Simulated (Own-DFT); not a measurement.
## Calculated data, AlN (wurtzite, atoms displaced)

All values are calculated (Own-DFT development build). A calculation, not a measurement: plane-wave PBE density functional theory by an unreviewed code, no spin, of a simulated periodic cell, stress positive in tension, free energy of the whole cell less one offset for each atom, forces on such cells passed a denser k mesh, this cell's mesh not checked; offsets are fitted by least squares, one for each functional and potential file, so energies compare only between cells with the same atoms and settings and are not formation energies; the far tail of each file's local potential was reset to the Coulomb form; each entry is a single point on an unrelaxed cell, so the pressure reflects the starting lattice, mostly measured values (interpolated for alloys), from which strain is counted, and rises with the displacements; printed positions are rounded, which can move forces by about a meV/angstrom; the program, named Own-DFT, is a retired in-house code; no spin-orbit coupling.

### AlN (wurtzite, atoms displaced)

```xyz
128
Lattice="12.4480 0.0000 0.0000 -6.2240 10.7803 0.0000 0.0000 0.0000 9.9640" Properties=species:S:1:pos:R:3 AlN
Al    -0.0222     1.9371     0.0354
Al     1.5168     0.8600     2.5647
N      0.1512     1.7968     1.8668
N      1.5827     0.8273     4.5146
Al     0.0543     1.8721     4.9732
Al     1.4934     0.8765     7.5525
N     -0.0895     1.8945     6.9357
N      1.6200     0.7442     9.3164
Al    -1.5010     4.2998     0.0978
Al     0.0795     3.7485     2.6466
N     -1.6214     4.3586     1.9113
N     -0.0891     3.4348     4.3638
Al    -1.7264     4.5768     5.0778
Al     0.0571     3.5669     7.3820
N     -1.4724     4.3663     6.7385
N     -0.0983     3.5903     9.3556
Al    -2.9111     7.0856     0.0158
Al    -1.4561     6.2788     2.3940
N     -3.0555     7.1464     1.8050
N     -1.4064     6.3165     4.7025
Al    -2.9618     7.1522     5.1193
Al    -1.4342     6.3845     7.6100
N     -3.2706     7.1224     6.8999
N     -1.5706     6.3655     9.3295
Al    -4.7641     9.8190     0.1378
Al    -3.0972     8.9078     2.4678
N     -4.5159     9.7791     1.8576
N     -2.9580     8.8476     4.2368
Al    -4.8880    10.1263     4.9545
Al    -2.9490     8.9778     7.4753
N     -4.6556     9.8808     6.9322
N     -3.1660     8.9468     9.2856
Al     3.2717     1.7474     9.8569
Al     4.7498     1.0243     2.5777
N      3.0945     1.6618     2.1598
N      4.7292     0.7869     4.3329
Al     3.0073     1.9234     4.9102
Al     4.5484     0.8559     7.5706
N      3.2020     1.9030     6.8432
N      4.5993     0.8009     9.3962
Al     1.4733     4.5869     0.0761
Al     3.1888     3.5107     2.4572
N      1.6506     4.6079     1.9168
N      3.0403     3.5041     4.4925
Al     1.5747     4.6263     4.8540
Al     3.0570     3.7786     7.7046
N      1.4672     4.6100     6.8066
N      3.2077     3.4454     9.4390
Al     0.0262     7.1628     0.0600
Al     1.5158     6.2067     2.6644
N      0.0794     7.0877     1.8849
N      1.5737     6.4279     4.2976
Al     0.1076     7.1508     5.0627
Al     1.4734     6.0854     7.4399
N      0.0483     7.3171     6.7933
N      1.5777     6.4313     9.3160
Al    -1.5738     9.8859     0.0133
Al    -0.1064     8.9867     2.4955
N     -1.5061     9.9482     1.8647
N     -0.0594     9.0272     4.2834
Al    -1.5580     9.9025     5.0316
Al     0.0876     9.1409     7.3393
N     -1.4939     9.8032     6.8262
N      0.0961     9.0189     9.4138
Al     6.0969     1.8308     0.0076
Al     7.7556     0.9272     2.5999
N      6.2359     1.9116     1.7659
N      7.9022     0.9249     4.2909
Al     6.4241     1.7544     4.9565
Al     7.7455     0.8911     7.4590
N      6.2670     1.9096     6.9155
N      7.8073     0.8100     9.3559
Al     4.7898     4.4514     9.8674
Al     6.1334     3.6129     2.5654
N      4.6797     4.4439     1.7229
N      6.3313     3.5797     4.3687
Al     4.6980     4.4369     4.9966
Al     6.0818     3.5179     7.6409
N      4.6092     4.4349     6.9208
N      6.2594     3.5064     9.2658
Al     2.9436     7.1865     9.9560
Al     4.6993     6.1544     2.5525
N      3.1799     7.1514     1.7648
N      4.5928     6.2122     4.3012
Al     3.1995     7.2839     4.9916
Al     4.6411     6.2244     7.5283
N      3.2454     7.3146     6.7374
N      4.5157     6.3541     9.3816
Al     1.6022     9.6610     9.8948
Al     3.1631     8.8941     2.4999
N      1.7052     9.8907     1.9465
N      3.1661     8.8409     4.3888
Al     1.4316     9.9288     5.0384
Al     3.0356     9.0210     7.3080
N      1.5929    10.0870     6.8562
N      3.1904     8.9305     9.1619
Al     9.4222     1.5842     0.0689
Al    10.8734     1.0400     2.4844
N      9.3833     1.7453     1.9489
N     10.7203     1.0542     4.3274
Al     9.3496     1.8496     5.1239
Al    10.9149     0.9203     7.4162
N      9.2796     1.8981     6.9001
N     10.9164     0.9803     9.4118
Al     7.8137     4.3898     0.1310
Al     9.2471     3.5486     2.4440
N      7.8682     4.6866     1.9083
N      9.4587     3.5506     4.4330
Al     7.8561     4.6103     5.1594
Al     9.4100     3.6804     7.3546
N      7.6132     4.5161     6.8978
N      9.2611     3.5490     9.5618
Al     6.2368     7.0609     0.1122
Al     7.8490     6.1387     2.5439
N      6.3365     7.0694     1.8411
N      7.7023     6.3580     4.3827
Al     6.1714     7.2203     4.8952
Al     7.7496     6.2900     7.3775
N      6.2302     7.0670     6.8356
N      7.8391     6.3670     9.1964
Al     4.4286     9.9292     9.9174
Al     6.0162     8.8654     2.5750
N      4.7526     9.9280     1.8795
N      6.3551     8.9885     4.2996
Al     4.6493     9.7624     4.9868
Al     6.1112     9.0751     7.5772
N      4.8025     9.8764     6.6088
N      6.1524     8.8503     9.5629
```

| Quantity | Value |
| --- | --- |
| functional | PBE |
| potential files | PseudoDojo norm-conserving, scalar-relativistic, standard set |
| wave cutoff | 42 hartree |
| occupations | Fermi-Dirac |
| smearing width | 0.1 eV |
| hardware | one NVIDIA H100 |
| k mesh | 2 x 2 x 2 centred on Gamma |
| free energy of cell above offsets | -26.463 eV |
| pressure | 11.3 GPa |
| stress xx | -5.78 GPa |
| stress yy | -11.23 GPa |
| stress zz | -16.88 GPa |
| stress yz | -0.46 GPa |
| stress xz | -0.71 GPa |
| stress xy | 1.1 GPa |
| wall time | 423 s |

Force:
```csv
element,x (eV/Å),y (eV/Å),z (eV/Å)
Al,1.927,-3.964,0.015
Al,1.071,-2.287,-0.915
N,-2.055,1.701,0.807
N,-0.362,8.833,-3.446
Al,-2.061,-3.799,1.341
Al,1.207,0.105,-1.915
N,2.154,-2.509,-1.288
N,-0.575,2.781,2.378
Al,-4.266,2.257,-0.535
Al,-1.234,-2.55,-2.905
N,2.552,2.007,1.12
N,1.678,6.006,0.74
Al,2.995,-0.502,-3.343
Al,-1.387,1.385,0.947
N,0.169,2.017,5.135
N,3.918,1.465,-1.477
Al,-7.127,3.231,-0.617
Al,-2.427,-0.711,1.404
N,0.983,-1.032,1.969
N,-1.062,-1.436,-3.545
Al,-2.403,2.06,-2.119
Al,-1.858,-0.525,-4.43
N,5.462,1.683,-0.136
N,5.499,-3.558,1.274
Al,0.627,-0.747,-2.962
Al,1.092,0.341,-0.422
N,-2.758,1.8,2.872
N,-0.43,0.829,3.422
Al,2.139,-10.32,4.252
Al,-4.229,-1.257,-0.022
N,-0.59,0.305,-1.221
N,2.005,0.112,1.833
Al,-5.603,-1.452,2.699
Al,-0.382,-2.651,-1.625
N,0.876,2.506,-2.323
N,0.646,2.895,2.377
Al,2.44,-6.506,2.778
Al,1.346,0.742,-2.825
N,-2.189,-0.183,1.095
N,3.261,0.55,-0.941
Al,1.029,-0.702,-0.607
Al,-0.869,0.1,0.072
N,-0.656,-2.557,0.477
N,0.913,6.961,-3.305
Al,-0.597,-1.893,1.248
Al,0.469,-2.716,-4.222
N,1.212,-6.223,-1.458
N,-1.539,3.393,0.983
Al,-0.725,1.491,-1.429
Al,1.921,3.109,-6.159
N,-0.309,0.92,0.528
N,1.049,-1.373,5.15
Al,-0.873,2.541,-2.289
Al,0.844,9.854,2.008
N,0.824,-0.855,3.715
N,-3.571,-4.393,-1.486
Al,-0.371,-2.206,0.387
Al,2.188,0.357,-1.307
N,-0.411,-0.069,-0.159
N,1.773,-0.874,3.2
Al,-1.316,-1.391,-2.943
Al,-0.154,-2.124,2.656
N,0.077,2.205,1.211
N,-3.361,-2.096,-1.913
Al,2.787,-2.358,-1.801
Al,1.008,-1.06,-5.318
N,0.241,-0.44,3.318
N,-0.742,-0.677,4.525
Al,-3.162,1.074,1.281
Al,0.408,4.896,2.728
N,-0.845,-3.467,-1.017
N,-0.453,-0.233,0.441
Al,-1.463,1.817,0.143
Al,1.855,0.487,-1.493
N,-0.021,-0.385,2.815
N,-0.974,0.195,0.741
Al,0.036,-0.347,0.945
Al,1.538,1.71,-6.894
N,-0.388,1.01,0.198
N,0.079,1.017,6.424
Al,5.324,1.436,0.056
Al,-0.032,1.445,-4.122
N,-0.747,-0.203,3.079
N,0.556,-0.081,2.036
Al,-0.492,-4.485,-0.565
Al,1.154,2.006,-1.048
N,-1.696,-2.453,2.487
N,1.48,-2.535,-0.179
Al,1.77,4.358,2.033
Al,-0.093,0.987,-0.458
N,-1.854,-0.676,-0.833
N,-0.924,4.735,-1.099
Al,1.546,-0.369,-3.364
Al,2.116,-0.152,0.473
N,-0.193,-3.984,-1.744
N,-2.52,-0.261,0.381
Al,-4.35,3.316,-0.05
Al,2.427,-2.232,0.962
N,-2.767,1.348,-1.254
N,3.908,-2.635,1.192
Al,-0.208,-0.01,-2.042
Al,-1.374,0.011,0.224
N,0.757,-1.72,1.246
N,1.565,-2.095,-1.973
Al,-0.903,2.587,-2.802
Al,0.897,-0.199,1.197
N,-1.437,-9.38,-1.595
N,-3.588,1.37,-0.925
Al,-1.096,-0.812,-3.267
Al,-2.578,-0.388,2.68
N,1.871,-1.315,1.3
N,2.967,-1.253,-1.963
Al,0.328,0.765,-3.929
Al,0.04,8.872,2.177
N,-1.731,-0.085,4.271
N,2.313,-1.543,0.448
Al,0.891,-0.693,2.011
Al,-1.732,-0.66,2.02
N,-2.501,2.165,-0.664
N,-0.537,-1.96,3.562
Al,4.862,-0.731,1.809
Al,3.628,-0.093,-3.705
N,-2.441,0.453,0.145
N,-3.172,-0.304,1.478
Al,0.231,2.016,-6.384
Al,2.966,-3.035,0.522
N,-1.953,1.852,7.563
N,-1.18,2.301,-2.228
```
